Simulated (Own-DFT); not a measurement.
Si3N4 (beta silicon nitride, strained, atoms displaced) (calculated)

A calculation, not a measurement: plane-wave PBE density functional theory by an unreviewed code, no spin, of a simulated periodic cell, stress positive in tension, free energy of the whole cell less one offset for each atom, forces on such cells moved up to 12 meV/angstrom on a denser k mesh; offsets are fitted by least squares, one for each functional and potential file, so energies compare only between cells with the same atoms and settings and are not formation energies; the far tail of each file's local potential was reset to the Coulomb form; each entry is a single point on an unrelaxed cell, so the pressure reflects the starting lattice, mostly measured values (interpolated for alloys), from which strain is counted, and rises with the displacements; printed positions are rounded, which can move forces by about a meV/angstrom; the program, named Own-DFT, is a retired in-house code; no spin-orbit coupling; before rounding, a Quantum ESPRESSO 7.3.1 run of the same cell and cutoff gave forces within 1 meV/angstrom rms on each cell, which checks the program and not the settings. Program: Own-DFT development build.

Common to all runs: functional PBE; potential files PseudoDojo norm-conserving, scalar-relativistic, standard set; wave cutoff 42 hartree; occupations Fermi-Dirac; smearing width 0.1 eV; k mesh 2 x 2 x 4 centred on Gamma.

(1) Si3N4 (beta silicon nitride, strained, atoms displaced)

```
cell vectors (Å)
  15.3205     0.2189    -0.1407
  -7.4707    13.2792     0.0830
  -0.0538     0.0056     5.7678
atoms (fractions of the cell vectors)
Si  0.08551  0.38645  0.12434
Si  0.11649  0.20275  0.13339
Si  0.29353  0.41522  0.12877
Si  0.40783  0.11155  0.38892
Si  0.38139  0.29505  0.36767
Si  0.20087  0.09305  0.37065
N   0.16425  0.01557  0.13205
N   0.48155  0.15047  0.12574
N   0.34639  0.33164  0.11459
N   0.33745  0.48639  0.37926
N   0.01798  0.35476  0.37085
N   0.15523  0.16623  0.37197
N   0.16684  0.33414  0.10386
N   0.34018  0.16080  0.36227
Si  0.09146  0.39037  0.63075
Si  0.11266  0.19886  0.64504
Si  0.29603  0.41408  0.62396
Si  0.41396  0.11899  0.87841
Si  0.38331  0.30225  0.88353
Si  0.20006  0.08138  0.87411
N   0.16039  0.01374  0.63182
N   0.48185  0.15181  0.63532
N   0.35261  0.33137  0.60918
N   0.33405  0.48562  0.85487
N   0.00929  0.34606  0.85871
N   0.14928  0.16972  0.86510
N   0.16312  0.33441  0.63816
N   0.33158  0.16711  0.86804
Si  0.08429  0.87716  0.11291
Si  0.11161  0.70316  0.14120
Si  0.29880  0.91967  0.12520
Si  0.41339  0.61538  0.37872
Si  0.38465  0.79880  0.37644
Si  0.20814  0.58408  0.37191
N   0.16530  0.51891  0.12095
N   0.48637  0.65380  0.13792
N   0.35042  0.83902  0.13270
N   0.33244  0.98179  0.37291
N   0.02008  0.85159  0.37604
N   0.15408  0.66469  0.38296
N   0.15951  0.83538  0.13139
N   0.33524  0.66658  0.38022
Si  0.09100  0.88740  0.61251
Si  0.11220  0.70197  0.63219
Si  0.29553  0.90765  0.62877
Si  0.41958  0.61773  0.88761
Si  0.38596  0.80159  0.87355
Si  0.19752  0.58420  0.87077
N   0.16783  0.51529  0.64048
N   0.48188  0.64348  0.62707
N   0.34861  0.83854  0.64674
N   0.33354  0.98096  0.89112
N   0.01545  0.84606  0.86927
N   0.15185  0.66912  0.88315
N   0.16750  0.83642  0.62432
N   0.33813  0.66861  0.85967
Si  0.57961  0.38044  0.11106
Si  0.61614  0.19562  0.14076
Si  0.79731  0.41016  0.13165
Si  0.91371  0.11670  0.37763
Si  0.88405  0.29352  0.38171
Si  0.70138  0.08136  0.36436
N   0.66267  0.01499  0.13549
N   0.98633  0.14642  0.12301
N   0.85021  0.34022  0.12193
N   0.82190  0.47956  0.38475
N   0.51170  0.35021  0.37127
N   0.65167  0.16410  0.39361
N   0.66723  0.33325  0.13284
N   0.82699  0.15831  0.37259
Si  0.58590  0.38460  0.63080
Si  0.61762  0.20346  0.61561
Si  0.80352  0.41234  0.63829
Si  0.91344  0.11940  0.88713
Si  0.88442  0.29880  0.87805
Si  0.70170  0.08862  0.86275
N   0.66452  0.00588  0.61863
N   0.98926  0.15236  0.62805
N   0.85155  0.33667  0.62921
N   0.83178  0.48307  0.86344
N   0.51052  0.35098  0.86669
N   0.65248  0.16436  0.87558
N   0.67526  0.34293  0.62241
N   0.83474  0.17153  0.88141
Si  0.59047  0.88397  0.12156
Si  0.61924  0.69937  0.13582
Si  0.78867  0.90970  0.12867
Si  0.91364  0.61649  0.36592
Si  0.87872  0.79917  0.39303
Si  0.69825  0.58455  0.37259
N   0.66731  0.51245  0.12907
N   0.97441  0.64429  0.12834
N   0.84934  0.83672  0.13015
N   0.82904  0.98321  0.37258
N   0.51649  0.85270  0.36889
N   0.64679  0.66598  0.37228
N   0.65907  0.83273  0.11955
N   0.84037  0.67042  0.38214
Si  0.58059  0.88265  0.61963
Si  0.61690  0.70433  0.62621
Si  0.80233  0.91457  0.61843
Si  0.91236  0.61628  0.86976
Si  0.89031  0.79590  0.86744
Si  0.70556  0.58880  0.87477
N   0.67161  0.51504  0.62210
N   0.97947  0.64622  0.63476
N   0.84959  0.83517  0.60614
N   0.82838  0.98416  0.88371
N   0.51303  0.84827  0.87501
N   0.64961  0.66096  0.87998
N   0.66502  0.83461  0.62436
N   0.84170  0.67163  0.86324
```

* free energy of cell above offsets: -5.707 eV
* pressure: 5.65 GPa
* stress xx: -5.78 GPa
* stress yy: 2.6 GPa
* stress zz: -13.78 GPa
* stress yz: -0.5 GPa
* stress xz: -2.97 GPa
* stress xy: 7.49 GPa

Force:
```
element  x (eV/Å)  y (eV/Å)  z (eV/Å)
     Si      0.53    -0.319    -1.619
     Si      -0.4     0.984    -2.347
     Si     0.835    -0.269    -2.096
     Si     5.082    -1.696    -1.502
     Si     2.705    -1.726    -0.334
     Si     6.183    -4.202      0.74
      N    -0.479    -0.881    -1.133
      N     2.684     0.237     2.098
      N    -2.546     1.712     2.812
      N    -0.713    -0.424    -1.548
      N    -1.157    -0.755     0.816
      N     -4.39     3.209     1.959
      N    -0.818     0.059     1.711
      N    -8.958     3.317     0.105
     Si     -1.14    -1.875    -0.692
     Si    -1.811     4.038    -6.707
     Si     0.345     -2.81    -0.905
     Si    -1.489    -1.589     0.576
     Si     1.515    -3.401    -4.655
     Si     0.636     2.496     1.332
      N     0.077     1.226    -1.878
      N     2.676     0.432    -1.232
      N    -3.278     1.692     2.363
      N     0.512     1.059     4.543
      N     1.673     1.559      2.25
      N     4.328    -2.866     6.957
      N     2.381     -0.58    -1.177
      N    -0.797     0.113     0.285
     Si    -4.177     3.882     2.624
     Si     0.282     0.335    -1.346
     Si    -1.003    -4.286      2.18
     Si    -0.074     0.215     0.365
     Si     0.178    -0.288     0.661
     Si    -0.863     1.958     1.527
      N     0.158    -2.569     0.773
      N     1.603    -0.315    -0.413
      N     0.171    -0.611    -0.767
      N     0.258     0.901     2.835
      N    -3.049    -1.185      -1.5
      N    -1.158     0.104     0.439
      N     6.685    -2.591    -0.076
      N    -0.758     0.286    -0.451
     Si    -0.574    -0.426     1.332
     Si    -0.086     0.695    -0.357
     Si        -3     2.972     0.277
     Si    -2.472    -0.622    -2.129
     Si     1.085     -2.61     3.477
     Si     2.195     4.802      1.69
      N    -0.227    -0.733    -3.774
      N     2.537     1.422     0.803
      N     2.384    -1.583    -4.341
      N    -0.174     3.509    -5.123
      N    -0.262     0.637    -1.594
      N    -0.589    -0.418     0.628
      N      1.03    -1.825     0.199
      N    -1.654    -0.347     1.132
     Si     3.054     0.602     3.254
     Si    -2.995     2.706    -2.685
     Si    -4.355      2.38    -0.271
     Si     0.333    -1.523     -0.12
     Si    -0.494     0.622    -0.906
     Si    -0.097     0.698     4.259
      N    -0.047    -1.445    -4.793
      N     0.368     0.671     2.309
      N     3.939     -2.91     1.089
      N     2.164     2.596    -1.349
      N     0.367     0.498    -0.265
      N     1.879    -1.538      -2.6
      N    -0.615    -1.896     -0.64
      N     1.034     2.952     0.276
     Si     1.564     0.404    -2.492
     Si    -2.911      2.88     4.285
     Si    -3.617     0.508    -3.297
     Si    -0.534    -1.864    -2.327
     Si    -0.478    -0.082     0.355
     Si     2.364    -2.072     0.796
      N    -0.508     3.526     0.694
      N    -2.642    -1.641     -0.08
      N     2.052     -1.91    -1.285
      N     0.555     2.475     4.396
      N    -0.079      0.22     0.161
      N    -1.718     0.772     0.285
      N    -1.625    -4.105     0.584
      N    -0.249    -1.601    -0.289
     Si    -4.831     1.413     0.048
     Si    -4.041     2.558    -4.553
     Si     0.826    -0.138    -0.949
     Si    -2.312    -3.042     4.015
     Si     6.953    -3.035    -8.765
     Si     3.006     0.756     0.538
      N    -0.788     0.442    -1.576
      N     4.744       1.9    -1.791
      N     0.073    -0.513    -1.485
      N     0.679     1.762     0.086
      N    -1.837    -0.995    -0.333
      N     3.145     -1.68     3.975
      N     5.587    -2.408     0.282
      N    -3.929    -0.221    -0.377
     Si     1.981    -0.529     1.357
     Si    -1.786     0.474     0.648
     Si    -3.811     0.029     2.134
     Si    -0.322    -2.877     0.795
     Si    -2.154     1.173     1.679
     Si     2.359    -1.162    -0.015
      N    -1.556     0.357      1.12
      N     3.371     1.248    -2.822
      N     -2.59     1.854     8.315
      N     0.828     1.152    -1.577
      N     0.278     0.774    -0.249
      N    -1.075     1.173    -0.132
      N     1.511    -0.901    -0.081
      N    -3.651     -1.54      0.58
```

(2) Si3N4 (beta silicon nitride, strained, atoms displaced)

```
cell vectors (Å)
  15.1978    -0.1772    -0.1967
  -7.7524    13.2627     0.1205
  -0.0752     0.0098     5.8728
atoms (fractions of the cell vectors)
Si  0.08701  0.38458  0.12465
Si  0.11690  0.20101  0.12564
Si  0.29759  0.41014  0.14004
Si  0.41487  0.11384  0.37786
Si  0.38975  0.30259  0.37679
Si  0.20503  0.08437  0.36912
N   0.16594  0.01713  0.12253
N   0.49102  0.15505  0.11633
N   0.34816  0.33374  0.12392
N   0.33767  0.48159  0.37401
N   0.01509  0.34597  0.36589
N   0.15240  0.16441  0.37314
N   0.15990  0.32649  0.13648
N   0.33409  0.16539  0.37118
Si  0.08339  0.38395  0.62221
Si  0.12032  0.20327  0.62242
Si  0.29831  0.40731  0.62958
Si  0.41268  0.11751  0.87238
Si  0.38266  0.29624  0.87086
Si  0.19780  0.08345  0.89522
N   0.16615  0.01448  0.63924
N   0.48564  0.14860  0.64040
N   0.35217  0.33592  0.62766
N   0.33093  0.48662  0.87710
N   0.01841  0.35140  0.87144
N   0.14608  0.15798  0.87694
N   0.16775  0.33603  0.62209
N   0.33552  0.17031  0.88683
Si  0.09085  0.88852  0.13612
Si  0.11597  0.70041  0.11472
Si  0.30338  0.91534  0.13783
Si  0.41876  0.62373  0.37802
Si  0.38254  0.79377  0.37948
Si  0.20561  0.58493  0.36658
N   0.16923  0.51337  0.11894
N   0.48728  0.65249  0.11971
N   0.35114  0.83506  0.11450
N   0.33339  0.98477  0.36777
N   0.01613  0.85057  0.37951
N   0.15080  0.66437  0.37103
N   0.16910  0.83409  0.12509
N   0.32811  0.65945  0.37477
Si  0.07845  0.88555  0.61955
Si  0.11460  0.70474  0.62313
Si  0.29123  0.91200  0.63613
Si  0.41610  0.61969  0.87813
Si  0.38895  0.80200  0.88843
Si  0.19788  0.58622  0.87214
N   0.16544  0.51264  0.63761
N   0.48524  0.65267  0.62483
N   0.34749  0.83446  0.63671
N   0.33212  0.98242  0.89554
N   0.01546  0.85353  0.88210
N   0.14990  0.65766  0.88102
N   0.17385  0.83510  0.62992
N   0.33407  0.65888  0.86935
Si  0.59210  0.38623  0.13606
Si  0.61135  0.19946  0.12671
Si  0.79864  0.40883  0.12099
Si  0.91909  0.12051  0.36146
Si  0.88295  0.29628  0.36917
Si  0.70599  0.09347  0.36817
N   0.67239  0.01481  0.12806
N   0.98935  0.15204  0.12139
N   0.85483  0.33373  0.12800
N   0.83878  0.48758  0.36426
N   0.51229  0.34245  0.39021
N   0.65474  0.16843  0.37406
N   0.66011  0.32850  0.12470
N   0.83144  0.16819  0.37374
Si  0.58140  0.38231  0.61211
Si  0.61326  0.20271  0.61444
Si  0.79898  0.41174  0.62145
Si  0.91315  0.11039  0.86649
Si  0.89043  0.30048  0.86363
Si  0.70118  0.08773  0.87787
N   0.66835  0.01287  0.64222
N   0.98135  0.15218  0.62255
N   0.85172  0.34018  0.62971
N   0.83252  0.48106  0.87433
N   0.51687  0.34938  0.86769
N   0.65107  0.17375  0.86876
N   0.66933  0.33664  0.61260
N   0.82900  0.15859  0.87520
Si  0.58297  0.88067  0.12058
Si  0.61184  0.69801  0.12356
Si  0.79752  0.91093  0.12652
Si  0.91897  0.61837  0.37206
Si  0.88470  0.79526  0.37069
Si  0.70253  0.58460  0.36547
N   0.66256  0.50979  0.12645
N   0.98542  0.65181  0.12127
N   0.85062  0.83563  0.13439
N   0.83790  0.98879  0.37758
N   0.50470  0.85293  0.35169
N   0.65139  0.67001  0.37699
N   0.66565  0.82930  0.14402
N   0.83708  0.66686  0.36982
Si  0.58606  0.88363  0.62924
Si  0.61684  0.70848  0.62159
Si  0.80265  0.92039  0.61282
Si  0.91735  0.61536  0.86381
Si  0.88369  0.80074  0.86726
Si  0.70559  0.58081  0.86919
N   0.66467  0.51357  0.63369
N   0.98119  0.65131  0.61058
N   0.84882  0.83051  0.63762
N   0.83864  0.99095  0.88894
N   0.51722  0.85091  0.89269
N   0.65154  0.66883  0.87341
N   0.66942  0.83379  0.63772
N   0.83564  0.66826  0.86230
```

- free energy of cell above offsets: -8.247 eV
- pressure: 5.93 GPa
- stress xx: -8.43 GPa
- stress yy: -5.86 GPa
- stress zz: -3.5 GPa
- stress yz: -0.53 GPa
- stress xz: -5.13 GPa
- stress xy: -5.82 GPa

Force:
```
element  x (eV/Å)  y (eV/Å)  z (eV/Å)
     Si     1.446    -0.612    -0.113
     Si     0.392     0.485    -0.383
     Si    -1.898     0.791    -2.979
     Si    -0.766     1.389    -0.905
     Si    -3.048    -2.988    -0.497
     Si     -0.82     1.397     3.005
      N    -0.125    -2.446     3.579
      N     -4.68     -2.96     2.145
      N     1.416    -0.482     0.017
      N     0.329     2.016     1.767
      N     -0.87     0.248     1.109
      N     0.491    -0.789     0.741
      N     1.578     1.973     -0.49
      N     1.032     0.983     0.396
     Si     2.357      0.08    -0.306
     Si    -1.635     0.431     0.005
     Si    -1.931     3.749     0.387
     Si    -0.897    -0.785     1.847
     Si     1.353     0.826     1.786
     Si     1.937     2.779    -5.092
      N    -0.178     0.157    -1.751
      N    -0.995    -0.702    -3.038
      N     0.705    -0.862    -1.257
      N     1.503    -1.555     0.256
      N     -0.49    -0.295     0.003
      N    -0.968     1.103     0.101
      N    -0.014    -2.165     0.291
      N    -0.641    -2.329    -0.423
     Si     0.935    -2.301    -1.827
     Si      0.43     1.313     1.647
     Si    -0.836    -2.707    -1.942
     Si     -0.85    -3.391    -1.539
     Si    -4.349    -1.308     0.415
     Si    -3.352     -2.22     1.719
      N    -0.847     0.063     0.943
      N    -1.696     -0.49     1.962
      N    -0.887    -0.053     3.156
      N     0.346     0.767     3.551
      N     -0.69    -0.221    -2.405
      N    -0.183    -0.253      0.61
      N    -0.627    -0.325     0.339
      N     2.833     3.858    -0.024
     Si     3.864     0.822     4.476
     Si      2.36    -0.533    -0.711
     Si     5.318      3.17     0.148
     Si    -0.276    -2.924     -1.25
     Si    -0.696    -3.288     -2.64
     Si     5.041     -1.85     0.182
      N    -0.826     0.419    -3.002
      N     0.499     0.838     0.586
      N     1.051     0.007    -1.235
      N     0.248     2.363    -2.955
      N     0.402     0.102    -0.296
      N    -4.743     3.107    -1.289
      N    -7.165    -3.757     -0.28
      N    -3.309     4.038     0.517
     Si    -1.664    -3.754    -2.003
     Si     3.751     2.152    -1.607
     Si     -0.88    -0.024     0.602
     Si    -2.062     0.015     0.957
     Si     0.722     0.116     2.041
     Si     0.113    -3.675     1.317
      N    -1.439    -0.263     0.405
      N     -1.53    -1.074     -0.63
      N    -1.555     1.102    -2.711
      N     0.193    -1.108     0.705
      N     0.313     0.653    -5.342
      N    -1.557    -0.034     0.168
      N     2.806      1.34      0.27
      N     2.723     0.569    -0.033
     Si     4.376     1.412     5.987
     Si      1.61     2.023     1.223
     Si    -1.552     1.653    -0.755
     Si    -1.239     4.632     1.016
     Si    -1.357    -2.961     1.979
     Si    -0.843     0.204     0.461
      N    -1.129     0.413    -2.768
      N     2.441     0.593    -0.463
      N     2.423     -1.48    -1.833
      N     0.572     1.447    -0.578
      N    -0.642     0.035      1.46
      N     1.919    -1.923     1.128
      N    -1.574    -1.271     -0.21
      N     1.609     3.973    -0.314
     Si       4.1     2.245     4.199
     Si     2.631     1.775    -0.635
     Si    -1.054     0.583      0.43
     Si    -2.953    -1.844    -3.582
     Si    -1.334    -0.608     1.578
     Si    -0.417     1.783     2.409
      N     0.012     2.904    -0.035
      N     0.654     0.109    -0.945
      N      0.47     0.129    -1.787
      N     0.444     0.127     -2.03
      N     5.097     1.491     3.052
      N     1.521    -1.916    -0.017
      N    -1.025     1.098    -0.643
      N    -0.784    -0.496      -0.3
     Si     0.307     0.119    -0.486
     Si     1.887    -1.969     0.811
     Si    -0.022    -1.977     3.618
     Si    -2.795    -0.484     1.313
     Si     1.686    -2.401     4.769
     Si    -1.819     3.075     1.365
      N    -0.296    -0.722    -3.631
      N      3.33     1.467     3.591
      N    -2.438     2.675    -5.513
      N     0.353     -5.92    -1.694
      N    -1.167    -0.845    -5.664
      N     1.101    -1.535     0.385
      N    -1.345     2.271    -0.614
      N     0.734     -0.58     0.527
```
